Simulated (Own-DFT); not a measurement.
# Computed records: GaP (zincblende, strained, atoms displaced)

Computed with Own-DFT development build. A calculation, not a measurement: plane-wave PBE density functional theory by an unreviewed code, no spin, of a simulated periodic cell, stress positive in tension, free energy of the whole cell less one offset for each atom, forces on such cells passed a denser k mesh, this cell's mesh not checked; offsets are fitted by least squares, one for each functional and potential file, so energies compare only between cells with the same atoms and settings and are not formation energies; the far tail of each file's local potential was reset to the Coulomb form; each entry is a single point on an unrelaxed cell, so the pressure reflects the starting lattice, mostly measured values (interpolated for alloys), from which strain is counted, and rises with the displacements; printed positions are rounded, which can move forces by about a meV/angstrom; the program, named Own-DFT, is a retired in-house code; no spin-orbit coupling.

```json
{"formula": "GaP", "kind": "zincblende, strained, atoms displaced", "structure": {"cell_angstrom": [[10.862, 0.0, 0.0], [0.0, 10.862, 0.0], [0.0, 0.0, 10.9361]], "atoms_fractional": [["Ga", 0.00134, 0.00203, 0.99781], ["Ga", 0.00094, 0.24649, 0.24999], ["Ga", 0.24321, 0.9993, 0.24678], ["Ga", 0.25068, 0.24759, 0.00166], ["P", 0.12256, 0.12681, 0.1222], ["P", 0.13024, 0.37271, 0.36951], ["P", 0.37535, 0.12645, 0.37498], ["P", 0.37197, 0.37354, 0.12496], ["Ga", 0.00159, 0.0002, 0.4993], ["Ga", 0.99922, 0.25189, 0.75421], ["Ga", 0.25006, 0.99489, 0.75305], ["Ga", 0.254, 0.25101, 0.49661], ["P", 0.12643, 0.12598, 0.62331], ["P", 0.12153, 0.37778, 0.87811], ["P", 0.37653, 0.12193, 0.8738], ["P", 0.37256, 0.37297, 0.62513], ["Ga", 0.00068, 0.49996, 0.00087], ["Ga", 0.99968, 0.75135, 0.2478], ["Ga", 0.24809, 0.50052, 0.24971], ["Ga", 0.24668, 0.75142, 0.00097], ["P", 0.12463, 0.623, 0.12151], ["P", 0.12046, 0.87914, 0.37544], ["P", 0.3772, 0.62163, 0.37527], ["P", 0.37261, 0.87955, 0.12716], ["Ga", 0.00098, 0.50279, 0.50532], ["Ga", 0.00227, 0.74829, 0.75532], ["Ga", 0.24616, 0.49856, 0.75185], ["Ga", 0.24469, 0.75154, 0.50353], ["P", 0.1274, 0.62514, 0.62327], ["P", 0.12128, 0.8772, 0.87412], ["P", 0.37571, 0.62523, 0.87308], ["P", 0.37426, 0.86966, 0.6306], ["Ga", 0.49497, 0.00256, 0.9983], ["Ga", 0.50084, 0.25493, 0.24969], ["Ga", 0.75059, 0.9981, 0.24209], ["Ga", 0.7439, 0.25243, 0.99631], ["P", 0.62529, 0.12363, 0.12732], ["P", 0.62891, 0.37281, 0.37705], ["P", 0.8734, 0.12105, 0.37585], ["P", 0.87323, 0.37437, 0.12995], ["Ga", 0.5006, 0.9973, 0.50183], ["Ga", 0.50214, 0.24795, 0.752], ["Ga", 0.75361, 0.99778, 0.74603], ["Ga", 0.74908, 0.24744, 0.49777], ["P", 0.62349, 0.13003, 0.62531], ["P", 0.62202, 0.37766, 0.8728], ["P", 0.87686, 0.12604, 0.87306], ["P", 0.87523, 0.37041, 0.62742], ["Ga", 0.4977, 0.49936, 0.99904], ["Ga", 0.49715, 0.74729, 0.25227], ["Ga", 0.75034, 0.50167, 0.24941], ["Ga", 0.75201, 0.74974, 0.00214], ["P", 0.62454, 0.62358, 0.12374], ["P", 0.62744, 0.8811, 0.37157], ["P", 0.87567, 0.62556, 0.37459], ["P", 0.87748, 0.87854, 0.13088], ["Ga", 0.50285, 0.49793, 0.50523], ["Ga", 0.50249, 0.75277, 0.75029], ["Ga", 0.74967, 0.50103, 0.75296], ["Ga", 0.75369, 0.75079, 0.49991], ["P", 0.62754, 0.62517, 0.6261], ["P", 0.62503, 0.87411, 0.87194], ["P", 0.88016, 0.62366, 0.86855], ["P", 0.87472, 0.87477, 0.62285]]}, "settings": {"functional": "PBE", "potential_files": "PseudoDojo norm-conserving, scalar-relativistic, standard set", "wave_cutoff [hartree]": 42.0, "occupations": "Fermi-Dirac", "smearing_width [eV]": 0.1, "hardware": "one NVIDIA H100", "k_mesh": "3 x 3 x 3 centred on Gamma"}, "results": {"free_energy_of_cell_above_offsets [eV]": "-35.106", "pressure [GPa]": 3.18, "stress_xx [GPa]": -3.36, "stress_yy [GPa]": -3.36, "stress_zz [GPa]": -2.81, "stress_yz [GPa]": 0.06, "stress_xz [GPa]": 0.09, "stress_xy [GPa]": -0.13, "force_element": ["Ga", "Ga", "Ga", "Ga", "P", "P", "P", "P", "Ga", "Ga", "Ga", "Ga", "P", "P", "P", "P", "Ga", "Ga", "Ga", "Ga", "P", "P", "P", "P", "Ga", "Ga", "Ga", "Ga", "P", "P", "P", "P", "Ga", "Ga", "Ga", "Ga", "P", "P", "P", "P", "Ga", "Ga", "Ga", "Ga", "P", "P", "P", "P", "Ga", "Ga", "Ga", "Ga", "P", "P", "P", "P", "Ga", "Ga", "Ga", "Ga", "P", "P", "P", "P"], "force_x [eV/angstrom]": [-0.444, -0.33, 0.432, -0.028, 0.115, -0.838, 0.082, 0.322, -0.356, 0.431, -0.098, -0.315, 0.109, 0.548, -0.53, 0.257, -0.657, 0.258, 0.327, 0.46, -0.033, 0.519, -0.472, 0.062, -0.127, -0.009, 0.419, 0.663, -0.356, 0.332, -0.267, -0.005, 0.767, -0.011, -0.106, 0.508, -0.381, -0.358, 0.101, 0.111, -0.256, -0.486, -0.403, 0.391, 0.276, 0.046, -0.582, -0.209, -0.149, 0.334, -0.118, 0.164, -0.107, -0.224, 0.181, 0.151, -0.08, 0.004, 0.179, -0.503, -0.042, 0.294, -0.627, 0.666], "force_y [eV/angstrom]": [0.018, 0.207, 0.496, 0.173, -0.252, 0.254, -0.524, 0.292, 0.311, -0.249, 0.579, -0.189, 0.036, -0.554, 0.508, 0.153, -0.132, -0.388, 0.136, 0.066, 0.432, -0.699, 0.202, -0.666, -0.722, 0.362, 0.044, 0.065, 0.044, -0.319, 0.186, 0.489, -0.437, -0.442, 0.568, -0.238, 0.401, 0.582, 0.148, -0.085, 0.293, 0.318, 0.451, 0.014, -0.856, -0.036, -0.151, 0.515, 0.043, 0.487, -0.079, 0.07, 0.156, -0.886, -0.071, -0.483, -0.075, -0.728, -0.248, 0.047, 0.208, 0.428, -0.044, -0.227], "force_z [eV/angstrom]": [0.216, 0.294, 0.472, -0.486, 0.058, 0.755, -0.346, -0.089, 0.411, -0.458, -0.528, 0.155, 0.384, -0.051, -0.065, 0.444, 0.197, 0.35, -0.137, -0.195, 0.489, -0.169, 0.45, -0.226, -0.676, -1.134, -0.134, -0.766, 0.695, 0.385, 0.162, -0.709, 0.355, 0.199, 0.898, 0.403, -0.678, -0.229, -0.348, -0.742, 0.0, -0.251, 0.181, 0.239, -0.029, 0.209, 0.309, -0.273, 0.141, -0.172, 0.288, -0.32, 0.075, 0.31, 0.036, -1.346, -0.261, 0.04, -0.549, -0.337, -0.078, 0.663, 1.23, 0.288], "wall_time [s]": 513.3}}
```
